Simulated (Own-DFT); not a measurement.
SiGe$_{3}$ (diamond lattice with Si and Ge gathered in clusters, atoms displaced), Si$_{7}$Ge (diamond lattice with Si and Ge gathered in clusters, atoms displaced), SiGe (diamond lattice with Si and Ge gathered in clusters, atoms displaced) (calculated)

All values are calculated (Own-DFT development build). A calculation, not a measurement: plane-wave density functional theory by an unreviewed code, no spin, of a simulated periodic cell, stress positive in tension, run twice, with PBE and with PBEsol, both on files made for PBE, so the change isn't that of files made for PBEsol; forces on such cells passed a denser k mesh, this cell's mesh not checked; the far tail of each file's local potential was reset to the Coulomb form; each entry is a single point on an unrelaxed cell, so the pressure reflects the starting lattice, mostly measured values (interpolated for alloys), from which strain is counted, and rises with the displacements; printed positions are rounded, which can move forces by about a meV/angstrom; the program, named Own-DFT, is a retired in-house code; no spin-orbit coupling; stress was not checked against mesh or cutoff.

Settings shared by all entries: functional PBE, then PBEsol; potential files PseudoDojo norm-conserving, scalar-relativistic, standard set; wave cutoff 42 hartree; occupations Fermi-Dirac; smearing width 0.1 eV; k mesh 3 x 3 x 3 centred on Gamma.

(1) SiGe$_{3}$ (diamond lattice with Si and Ge gathered in clusters, atoms displaced)

```
SiGe3
1.0
     11.2025     0.0000     0.0000
      0.0000    11.2025     0.0000
      0.0000     0.0000    11.2025
Ge Si Ge Si Ge Si Ge Si Ge Si Ge Si Ge Si Ge
1 1 4 2 24 6 2 2 1 1 4 3 5 1 7
Direct
  0.00111 0.99792 0.99561
  0.00289 0.25134 0.24788
  0.24980 0.00095 0.25021
  0.25344 0.25191 0.00290
  0.12912 0.12641 0.12233
  0.12528 0.37081 0.37320
  0.37488 0.12618 0.37437
  0.37859 0.37177 0.12284
  0.00281 0.00016 0.49545
  0.00045 0.24803 0.75000
  0.25255 0.99957 0.75392
  0.24957 0.24793 0.50062
  0.12582 0.12577 0.62474
  0.12582 0.37687 0.88036
  0.36806 0.12362 0.87634
  0.37268 0.37537 0.62316
  0.99827 0.50180 0.99857
  0.00362 0.75164 0.25251
  0.24395 0.50087 0.24952
  0.24260 0.74820 0.00038
  0.12185 0.62557 0.12698
  0.12823 0.87894 0.37517
  0.37599 0.62395 0.37200
  0.37240 0.87426 0.12199
  0.00526 0.49919 0.50305
  0.00043 0.74446 0.74973
  0.25100 0.49919 0.74996
  0.24611 0.75260 0.50316
  0.12062 0.62381 0.62180
  0.12409 0.87775 0.87473
  0.36916 0.62622 0.87885
  0.37635 0.87364 0.63064
  0.49986 0.99809 0.00068
  0.50102 0.24702 0.25285
  0.74878 0.99841 0.24837
  0.75173 0.25579 0.99946
  0.62507 0.12993 0.12934
  0.62399 0.37552 0.37540
  0.87693 0.12428 0.37528
  0.87265 0.37635 0.12390
  0.50140 0.00392 0.49956
  0.49901 0.25239 0.75116
  0.75275 0.00044 0.75048
  0.75271 0.24858 0.50333
  0.62632 0.11837 0.62659
  0.62310 0.38008 0.86988
  0.87264 0.12113 0.87301
  0.87601 0.37957 0.62388
  0.50324 0.49666 0.99901
  0.50183 0.74759 0.25070
  0.75178 0.50221 0.24611
  0.75153 0.75542 0.99923
  0.62884 0.61999 0.12599
  0.62294 0.86864 0.37458
  0.87535 0.62935 0.36966
  0.87495 0.87246 0.12923
  0.49862 0.49862 0.50464
  0.50135 0.75282 0.75182
  0.75093 0.49748 0.74970
  0.74442 0.74656 0.50212
  0.62970 0.61827 0.62426
  0.62715 0.87152 0.87542
  0.87243 0.61968 0.87306
  0.87421 0.87680 0.62161
```

| Item | Value |
| --- | --- |
| PBE pressure | 3.44 GPa |
| PBE stress xx | -3.44 GPa |
| PBE stress yy | -3.41 GPa |
| PBE stress zz | -3.46 GPa |
| PBE stress yz | -0.25 GPa |
| PBE stress xz | -0.19 GPa |
| PBE stress xy | -0.26 GPa |
| PBEsol pressure | 0.72 GPa |
| PBEsol stress xx | -0.73 GPa |
| PBEsol stress yy | -0.69 GPa |
| PBEsol stress zz | -0.74 GPa |
| PBEsol stress yz | -0.24 GPa |
| PBEsol stress xz | -0.18 GPa |
| PBEsol stress xy | -0.24 GPa |
| rms change of force components from PBE to PBEsol | 0.04 eV/Å |

Force:
```tsv
force element	PBE force x (eV/Å)	PBE force y (eV/Å)	PBE force z (eV/Å)	PBEsol force x (eV/Å)	PBEsol force y (eV/Å)	PBEsol force z (eV/Å)
Ge	-0.459	0.343	0.937	-0.437	0.326	0.895
Si	-0.534	-0.356	-0.171	-0.517	-0.349	-0.166
Ge	0.632	0.325	-0.008	0.569	0.275	-0.044
Ge	0.017	0.275	-0.024	-0.031	0.217	-0.065
Ge	-0.809	0.041	0.32	-0.745	0.009	0.277
Ge	-0.26	0.035	0.105	-0.215	0.078	0.143
Si	0.485	-0.189	0.201	0.384	-0.188	0.2
Si	0.435	0.473	0.637	0.345	0.456	0.62
Ge	-0.215	0.125	0.567	-0.207	0.124	0.544
Ge	-0.101	0.471	0.223	-0.095	0.453	0.214
Ge	-0.543	-0.072	-0.729	-0.526	-0.069	-0.696
Ge	0.414	-0.106	-0.508	0.359	-0.065	-0.454
Ge	-0.002	-0.515	0.205	-0.004	-0.494	0.194
Ge	-0.009	-0.357	-0.553	-0.009	-0.344	-0.537
Ge	1.687	0.43	0.23	1.561	0.414	0.218
Ge	0.675	-0.273	0.317	0.58	-0.266	0.316
Ge	-0.017	-0.117	0.412	-0.016	-0.115	0.397
Ge	-0.035	0.261	-0.038	-0.04	0.247	-0.04
Ge	1.14	-0.648	-0.377	1.068	-0.593	-0.332
Ge	0.275	0.383	0.141	0.269	0.373	0.135
Ge	-0.206	-0.108	-0.262	-0.2	-0.1	-0.253
Ge	-0.048	-0.362	-0.041	-0.054	-0.348	-0.039
Ge	0.129	0.133	0.635	0.056	0.127	0.616
Ge	0.716	-0.299	0.363	0.622	-0.295	0.355
Ge	-0.898	-0.085	-1.343	-0.865	-0.077	-1.286
Ge	-0.41	0.709	-0.01	-0.396	0.681	-0.015
Ge	-0.411	0.215	-0.047	-0.402	0.208	-0.042
Ge	0.718	-0.329	-0.296	0.686	-0.319	-0.286
Ge	0.97	0.177	0.705	0.932	0.17	0.682
Ge	-0.005	-0.766	-0.444	-0.005	-0.742	-0.42
Ge	1.054	-0.376	-0.031	0.984	-0.335	-0.063
Ge	0.198	0.708	-0.992	0.162	0.657	-0.922
Si	0.354	0.654	0.153	0.306	0.602	0.114
Si	-0.169	0.557	-0.03	-0.174	0.553	-0.024
Si	-0.248	0.36	0.224	-0.198	0.304	0.26
Si	-0.73	-0.808	-0.106	-0.673	-0.75	-0.142
Si	0.153	-0.53	-0.703	0.153	-0.522	-0.703
Si	0.314	-0.035	0.193	0.314	-0.028	0.191
Ge	-0.456	0.476	-0.634	-0.397	0.42	-0.575
Ge	0.375	-0.253	0.399	0.408	-0.204	0.348
Si	-0.602	-0.586	-0.358	-0.546	-0.617	-0.304
Si	-0.192	-0.651	-0.279	-0.192	-0.635	-0.274
Ge	-0.415	-0.712	-0.071	-0.397	-0.689	-0.072
Si	-0.513	0.32	-0.498	-0.462	0.275	-0.447
Ge	-0.378	1.295	-0.161	-0.322	1.222	-0.111
Ge	-0.082	-1.007	0.691	-0.031	-0.936	0.628
Ge	0.111	1.041	0.746	0.143	0.969	0.68
Ge	-0.035	-1.01	-0.08	0.002	-0.941	-0.038
Si	-0.755	0.355	0.382	-0.695	0.392	0.328
Si	-0.369	-0.079	-0.655	-0.36	-0.078	-0.639
Si	-0.201	-0.698	0.996	-0.157	-0.64	0.934
Ge	0.134	-1.171	0.302	0.131	-1.137	0.289
Ge	-0.649	0.572	-0.343	-0.602	0.596	-0.368
Ge	-0.211	1.062	-0.133	-0.165	0.991	-0.087
Ge	-0.199	-0.844	0.699	-0.156	-0.777	0.706
Ge	0.174	0.766	-0.196	0.204	0.7	-0.23
Si	0.29	-0.133	-0.966	0.243	-0.092	-0.903
Ge	0.095	-1.186	-0.006	0.089	-1.136	-0.001
Ge	0.089	0.054	-0.164	0.088	0.06	-0.161
Ge	0.807	0.273	-0.379	0.784	0.266	-0.37
Ge	-1.187	0.264	0.274	-1.105	0.294	0.298
Ge	-0.41	1.127	0.139	-0.363	1.054	0.1
Ge	0.022	0.872	0.29	0.03	0.842	0.278
Ge	0.3	-0.49	0.149	0.287	-0.476	0.149
```

(2) Si$_{7}$Ge (diamond lattice with Si and Ge gathered in clusters, atoms displaced)

```
Si7Ge
1.0
     10.9187     0.0000     0.0000
      0.0000    10.9187     0.0000
      0.0000     0.0000    10.9187
Si Ge Si Ge Si Ge Si Ge Si Ge Si Ge Si Ge Si Ge Si
2 1 1 1 1 1 7 1 4 1 3 1 8 1 16 1 14
Direct
  0.99846 0.00136 0.00376
  0.00112 0.24347 0.24942
  0.24595 0.99047 0.24798
  0.25369 0.23770 0.99744
  0.12169 0.11761 0.12081
  0.12240 0.37643 0.37026
  0.37021 0.12228 0.37488
  0.37866 0.37550 0.12120
  0.99484 0.99722 0.49386
  0.00064 0.25071 0.75620
  0.24304 0.00142 0.75039
  0.24871 0.25508 0.50015
  0.11968 0.12466 0.62203
  0.12021 0.37152 0.87303
  0.37774 0.13226 0.87268
  0.36751 0.36995 0.61448
  0.00211 0.50411 0.00083
  0.99610 0.75145 0.24598
  0.24366 0.49806 0.25223
  0.25615 0.75364 0.00335
  0.12180 0.62619 0.13251
  0.11897 0.87616 0.38039
  0.36922 0.63018 0.37742
  0.37450 0.87181 0.12229
  0.00157 0.50079 0.50521
  0.99614 0.75808 0.75482
  0.25327 0.49805 0.75837
  0.25077 0.74470 0.49430
  0.11956 0.62873 0.62659
  0.12304 0.87576 0.87579
  0.37900 0.61617 0.87152
  0.37753 0.88881 0.62486
  0.49970 0.99220 0.99823
  0.50310 0.24842 0.24125
  0.74816 0.99420 0.24820
  0.75398 0.25728 0.99189
  0.64192 0.12235 0.12490
  0.62830 0.37617 0.36829
  0.87535 0.12941 0.37236
  0.87027 0.38532 0.12485
  0.49338 0.98435 0.50769
  0.50119 0.24703 0.74159
  0.74405 0.99397 0.75009
  0.75264 0.26288 0.49600
  0.62788 0.12770 0.62499
  0.63273 0.37419 0.87407
  0.87188 0.11719 0.86913
  0.87265 0.37658 0.62731
  0.50218 0.50116 0.00156
  0.50129 0.75353 0.25343
  0.74650 0.50000 0.25521
  0.74582 0.75955 0.99398
  0.61976 0.63679 0.12164
  0.63367 0.87197 0.38187
  0.87578 0.61831 0.37932
  0.87270 0.88395 0.13277
  0.50867 0.49365 0.50340
  0.50495 0.75228 0.75045
  0.74997 0.50004 0.73793
  0.75584 0.76072 0.49418
  0.62267 0.62658 0.62565
  0.63274 0.87306 0.87727
  0.88119 0.62351 0.87992
  0.87325 0.87982 0.62582
```

| Property | Result |
| --- | --- |
| PBE pressure | 2.89 GPa |
| PBE stress xx | -3.05 GPa |
| PBE stress yy | -2.63 GPa |
| PBE stress zz | -2.99 GPa |
| PBE stress yz | 0.03 GPa |
| PBE stress xz | 0.38 GPa |
| PBE stress xy | 0.09 GPa |
| PBEsol pressure | 1.39 GPa |
| PBEsol stress xx | -1.54 GPa |
| PBEsol stress yy | -1.14 GPa |
| PBEsol stress zz | -1.49 GPa |
| PBEsol stress yz | 0.04 GPa |
| PBEsol stress xz | 0.38 GPa |
| PBEsol stress xy | 0.1 GPa |
| rms change of force components from PBE to PBEsol | 0.035 eV/Å |

Force:
```tsv
force element	PBE force x (eV/Å)	PBE force y (eV/Å)	PBE force z (eV/Å)	PBEsol force x (eV/Å)	PBEsol force y (eV/Å)	PBEsol force z (eV/Å)
Si	-0.956	-0.799	-1.264	-0.882	-0.74	-1.191
Si	-0.392	1.364	-0.564	-0.334	1.296	-0.62
Ge	-0.317	0.452	0.561	-0.267	0.477	0.495
Si	-0.968	2.218	0.759	-0.946	2.084	0.742
Ge	0.689	0.99	0.511	0.722	0.924	0.54
Si	-0.351	-0.517	0.834	-0.363	-0.513	0.826
Ge	0.904	0.124	0.085	0.842	0.078	0.044
Si	-0.894	-0.226	0.181	-0.898	-0.22	0.177
Si	-0.136	1.052	0.872	-0.146	1.04	0.856
Si	-0.902	-0.765	-1.228	-0.896	-0.76	-1.213
Si	0.301	0.407	-0.139	0.336	0.444	-0.088
Si	-1.418	-1.163	-0.924	-1.378	-1.216	-0.974
Si	0.095	0.28	-0.045	0.09	0.28	-0.054
Si	1.124	0.345	1.217	1.114	0.341	1.212
Ge	0.308	-1.509	-0.887	0.332	-1.52	-0.831
Si	1.483	1.241	1.807	1.466	1.241	1.796
Si	0.336	-0.535	0.454	0.353	-0.537	0.449
Si	-0.236	-0.152	1.167	-0.238	-0.144	1.151
Si	1.156	0.362	-0.408	1.158	0.356	-0.409
Ge	-1.525	-2.096	-1.488	-1.431	-1.987	-1.391
Si	0.447	0.056	-0.85	0.491	0.101	-0.874
Si	0.322	-1.321	-0.655	0.373	-1.266	-0.695
Si	1.284	-1.955	-0.541	1.333	-1.901	-0.593
Ge	0.866	0.673	1.165	0.832	0.654	1.124
Si	-0.075	-0.471	-0.288	-0.064	-0.48	-0.281
Si	0.059	-0.755	-0.482	0.046	-0.743	-0.478
Si	-1.014	-0.432	-1.693	-1.01	-0.436	-1.677
Si	-0.846	1.583	1.729	-0.837	1.579	1.718
Si	0.937	0.037	0.666	0.925	0.043	0.669
Si	0.101	0.267	0.386	0.153	0.227	0.444
Si	0.463	1.323	0.521	0.435	1.363	0.556
Si	-2.458	-3.378	2.147	-2.469	-3.353	2.159
Ge	1.076	1.459	-0.001	0.968	1.409	0.014
Si	0.33	-0.354	0.525	0.283	-0.4	0.548
Si	0.073	1.199	1.66	0.055	1.17	1.661
Si	0.737	-1.187	0.873	0.743	-1.179	0.861
Si	-1.5	0.724	-0.905	-1.507	0.69	-0.939
Si	-1.146	-0.561	0.329	-1.15	-0.57	0.318
Si	-0.71	-0.599	0.215	-0.717	-0.595	0.213
Si	0.706	-0.99	0.071	0.698	-0.975	0.08
Si	2.952	3.163	-2.406	2.912	3.173	-2.453
Si	0.101	1.299	0.26	0.045	1.251	0.312
Si	0.377	0.991	-0.576	0.354	0.973	-0.574
Si	-0.089	-1.412	0.192	-0.091	-1.383	0.19
Si	-0.08	-0.681	-0.929	-0.062	-0.674	-0.939
Si	-1.405	0.681	-0.999	-1.4	0.683	-0.997
Si	0.308	0.669	0.635	0.302	0.648	0.62
Si	1.102	-0.411	-0.226	1.104	-0.421	-0.215
Si	0.528	-0.205	-0.4	0.534	-0.207	-0.39
Ge	-0.049	-0.232	0.636	-0.095	-0.181	0.573
Si	0.156	1.329	-1.174	0.145	1.33	-1.167
Si	1.975	-1.546	1.729	1.975	-1.535	1.724
Si	0.984	-1.132	0.052	0.926	-1.056	0.104
Si	-1.668	1.188	-0.885	-1.713	1.152	-0.93
Si	0.031	0.967	-0.428	0.038	0.947	-0.419
Si	0.435	-1.433	-1.534	0.437	-1.415	-1.521
Si	-1.245	0.634	-0.678	-1.216	0.617	-0.667
Si	-0.764	0.027	0.017	-0.764	0.044	0.022
Si	0.087	0.708	1.84	0.08	0.709	1.816
Si	0.552	-2.351	1.446	0.565	-2.338	1.436
Si	0.591	0.649	-0.774	0.585	0.66	-0.776
Si	-1.717	0.348	-1.246	-1.77	0.406	-1.189
Si	-1.296	0.546	-0.958	-1.291	0.53	-0.946
Si	0.182	-0.184	0.03	0.186	-0.174	0.038
```

(3) SiGe (diamond lattice with Si and Ge gathered in clusters, atoms displaced)

```
SiGe
1.0
     11.0890     0.0000     0.0000
      0.0000    11.0890     0.0000
      0.0000     0.0000    11.0890
Si Ge Si Ge Si Ge Si Ge Si Ge Si Ge Si Ge Si Ge Si Ge Si Ge Si Ge Si Ge Si
1 15 2 1 2 2 1 1 1 3 2 1 1 1 3 2 1 2 1 2 2 1 8 1 7
Direct
  0.99838 0.00164 0.00633
  0.99466 0.25076 0.25045
  0.25042 0.00124 0.24960
  0.25475 0.24828 0.00220
  0.12319 0.12081 0.12043
  0.12245 0.38162 0.37315
  0.37526 0.12338 0.38039
  0.37071 0.37509 0.12233
  0.00063 0.99742 0.49804
  0.00296 0.25353 0.75000
  0.25083 0.99954 0.74812
  0.25001 0.24687 0.50377
  0.12750 0.12431 0.62668
  0.12268 0.37221 0.87255
  0.37304 0.13229 0.87284
  0.37662 0.37620 0.62390
  0.99666 0.50131 0.99784
  0.99980 0.75109 0.24778
  0.25344 0.50450 0.25302
  0.24876 0.74944 0.99905
  0.12974 0.62871 0.13048
  0.12472 0.87050 0.37425
  0.37496 0.62778 0.37202
  0.37791 0.87786 0.12482
  0.99667 0.49986 0.50017
  0.99688 0.74945 0.74935
  0.25415 0.49769 0.74906
  0.24945 0.75078 0.49879
  0.12391 0.62496 0.62522
  0.12226 0.87917 0.87173
  0.37684 0.62490 0.87504
  0.37674 0.87628 0.62459
  0.50362 0.00205 0.99982
  0.49801 0.24851 0.24592
  0.75093 0.99875 0.24899
  0.75168 0.24894 0.00569
  0.62264 0.12629 0.12097
  0.62008 0.37519 0.37173
  0.87706 0.12668 0.37681
  0.87487 0.37238 0.12465
  0.49830 0.00031 0.49798
  0.49909 0.25019 0.75146
  0.74974 0.00306 0.75639
  0.74969 0.25307 0.50178
  0.62243 0.12629 0.62619
  0.62251 0.37558 0.87905
  0.87860 0.12530 0.87204
  0.87664 0.37531 0.62693
  0.49654 0.49988 0.00381
  0.49589 0.74974 0.25274
  0.74799 0.50486 0.25040
  0.74798 0.75000 0.00216
  0.62584 0.62071 0.12851
  0.62590 0.87779 0.36833
  0.87899 0.62484 0.37700
  0.87553 0.87646 0.12837
  0.49887 0.50152 0.49931
  0.50135 0.74857 0.75268
  0.74910 0.49757 0.74828
  0.74881 0.74609 0.50063
  0.62564 0.62369 0.62547
  0.62756 0.87280 0.87642
  0.87733 0.62830 0.88023
  0.87483 0.87608 0.62589
```

| Property | Result |
| --- | --- |
| PBE pressure | 2.98 GPa |
| PBE stress xx | -3 GPa |
| PBE stress yy | -2.98 GPa |
| PBE stress zz | -2.98 GPa |
| PBE stress yz | 0.13 GPa |
| PBE stress xz | 0.08 GPa |
| PBE stress xy | -0.28 GPa |
| PBEsol pressure | 0.7 GPa |
| PBEsol stress xx | -0.71 GPa |
| PBEsol stress yy | -0.69 GPa |
| PBEsol stress zz | -0.69 GPa |
| PBEsol stress yz | 0.15 GPa |
| PBEsol stress xz | 0.07 GPa |
| PBEsol stress xy | -0.28 GPa |
| rms change of force components from PBE to PBEsol | 0.046 eV/Å |

Force:
```tsv
force element	PBE force x (eV/Å)	PBE force y (eV/Å)	PBE force z (eV/Å)	PBEsol force x (eV/Å)	PBEsol force y (eV/Å)	PBEsol force z (eV/Å)
Si	-0.483	-0.758	-1.472	-0.424	-0.694	-1.403
Ge	0.837	0.211	-0.562	0.846	0.168	-0.496
Ge	0.146	-0.471	-0.061	0.107	-0.421	-0.018
Ge	-1.438	0.155	-0.345	-1.391	0.149	-0.341
Ge	0.13	0.732	0.74	0.18	0.752	0.767
Ge	0.377	-0.956	0.241	0.363	-0.926	0.242
Ge	-0.292	0.487	-0.936	-0.288	0.47	-0.9
Ge	0.576	0.563	0.519	0.523	0.498	0.543
Ge	-0.071	-0.062	0.585	-0.028	-0.019	0.531
Ge	-0.601	-1.097	-0.176	-0.536	-1.024	-0.207
Ge	-0.086	-0.097	0.734	-0.054	-0.044	0.663
Ge	-0.238	0.929	-0.628	-0.222	0.892	-0.599
Ge	-0.697	-0.21	-0.196	-0.66	-0.196	-0.195
Ge	0.625	0.958	1.146	0.639	0.889	1.058
Ge	0.581	-1.57	0.375	0.535	-1.479	0.327
Ge	0.044	-0.326	-0.071	0.035	-0.319	-0.067
Si	0.577	0	0.882	0.621	-0.047	0.839
Si	-0.231	-0.453	0.123	-0.182	-0.406	0.171
Ge	-0.624	-0.333	-0.708	-0.572	-0.358	-0.64
Si	0.196	0.544	-0.132	0.19	0.54	-0.134
Si	-0.837	-0.182	-1.022	-0.773	-0.234	-0.959
Ge	-0.184	0.327	-0.566	-0.136	0.361	-0.504
Ge	0.396	0.224	0.734	0.335	0.164	0.753
Si	-0.035	-0.475	-0.423	-0.083	-0.424	-0.376
Ge	0.166	0.372	0.033	0.21	0.314	0.069
Si	0.077	0.467	0.36	0.124	0.416	0.305
Ge	-0.338	0.563	0.467	-0.36	0.499	0.406
Ge	0.116	-0.217	0.394	0.106	-0.21	0.374
Ge	-0.057	0.157	0.356	-0.018	0.11	0.302
Si	-0.27	-0.692	0.734	-0.219	-0.632	0.677
Si	-0.037	0.198	0.453	-0.085	0.149	0.402
Ge	0.28	-0.745	0.318	0.231	-0.673	0.266
Si	-0.317	-0.357	-0.312	-0.359	-0.311	-0.352
Ge	-0.032	-0.31	0.076	-0.072	-0.26	0.12
Si	-0.274	0.553	-0.275	-0.23	0.604	-0.232
Si	-0.112	0.047	-0.993	-0.107	0.041	-0.985
Si	0.764	-0.535	0.348	0.707	-0.478	0.396
Ge	0.755	0.326	-0.124	0.69	0.286	-0.082
Ge	-0.895	-0.581	-0.116	-0.823	-0.525	-0.082
Si	-0.531	1.092	-0.094	-0.473	1.034	-0.039
Ge	1.118	-0.604	0.009	1.032	-0.539	0.043
Ge	0.585	0.82	0.046	0.518	0.758	0.003
Si	0.22	-0.577	-0.535	0.173	-0.526	-0.574
Ge	-0.224	-0.154	-0.232	-0.214	-0.153	-0.222
Ge	0.586	-0.49	0.224	0.523	-0.434	0.183
Si	0.556	0.11	0.187	0.506	0.059	0.144
Si	-0.421	0.061	1.025	-0.361	0.117	0.966
Ge	-0.55	0.218	0.124	-0.486	0.174	0.076
Si	0.636	0.356	-0.564	0.572	0.302	-0.509
Si	1.031	0.581	-1.01	0.961	0.52	-0.944
Si	0.885	-0.623	0.103	0.845	-0.665	0.155
Si	0.258	-0.081	0.306	0.251	-0.08	0.311
Si	-0.607	0.813	-0.313	-0.61	0.805	-0.31
Si	0.054	-0.817	0.609	0.011	-0.768	0.65
Si	-0.859	0.527	-0.67	-0.792	0.472	-0.608
Si	-0.289	-0.302	-0.376	-0.283	-0.298	-0.371
Ge	0.319	0.375	0.112	0.265	0.316	0.074
Si	0.291	-0.045	-0.096	0.243	-0.004	-0.142
Si	-0.112	0.621	1.004	-0.062	0.563	0.947
Si	0.122	0.713	-0.236	0.117	0.705	-0.237
Si	0.084	0.204	0.275	0.034	0.156	0.223
Si	-0.228	0.29	0.053	-0.229	0.288	0.045
Si	-0.727	-0.206	-0.688	-0.722	-0.202	-0.686
Si	-0.692	-0.27	0.239	-0.642	-0.217	0.185
```
